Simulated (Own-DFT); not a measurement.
# What a defect does to the pressure of its cell: D0_22 TiAl3

Calculated, not measured: single-point runs of Own-DFT, a retired in-house plane-wave DFT program that no person has reviewed, on unrelaxed cells, without spin or spin-orbit coupling.

All runs used: PBE; PseudoDojo norm-conserving scalar-relativistic files; cutoff 42 hartree; 4 x 4 x 4 k mesh centred on Gamma; cold (Marzari-Vanderbilt) smearing of 0.2 eV.

Known weak points: forces on such cells failed a check on a denser k mesh; stress not checked against mesh or cutoff.

All runs share one cell, with vectors in Å (-2.365, -6.981, 4.326); (-7.667, 3.491, 1.442); (-2.950, -3.488, -7.241) and a volume of 625.4 Å³. The atoms are randomly displaced, by u rms on each axis. The defect's site can differ from row to row.

```
cell,formula,u (Å),P (GPa)
no defect,Al30Ti10,0.0216,1.98
no defect,Al30Ti10,0.0486,2.55
no defect,Al30Ti10,0.0552,2.77
two Al vacancies,Al28Ti10,0.0291,1.20
two Al vacancies,Al28Ti10,0.0317,1.35
two Al vacancies,Al28Ti10,0.0532,1.74
two Ti on an Al site each,Al28Ti12,0.0284,3.30
two Ti on an Al site each,Al28Ti12,0.0305,3.12
two Ti on an Al site each,Al28Ti12,0.0498,3.72
two Al on a Ti site each,Al32Ti8,0.0289,?
two Al on a Ti site each,Al32Ti8,0.0342,2.98
two Al on a Ti site each,Al32Ti8,0.0436,3.26
two Al on a Ti site each,Al32Ti8,0.0508,3.32
```

## Fit

P = P0 + c u² + a shift for each defect gives P0 = 1.88 GPa, c = 281 ± 27 GPa/Å² and a scatter of 0.08 GPa. The shifts, and each times the cell's volume:

- two Ti on an Al site each: 1.10 ± 0.07 GPa, 4.3 eV (2.2 eV for each of its 2 sites)
- two Al on a Ti site each: 0.77 ± 0.06 GPa, 3.0 eV (1.5 eV for each of its 2 sites)
- two Al vacancies: -0.89 ± 0.07 GPa, -3.5 eV (-1.7 eV for each of its 2 sites)

Against the defect-free cell, a freed cell would be larger where the shift is positive and smaller where it is negative (160.2 GPa Å³ is 1 eV). The atoms around the defects weren't relaxed, which would change these numbers.

## Prediction

Question: what pressure belongs in the blank (two Al on a Ti site each, u = 0.0289 Å)?

The fitted form gives 2.89 ± 0.10 GPa. The calculation gave 2.87 GPa.
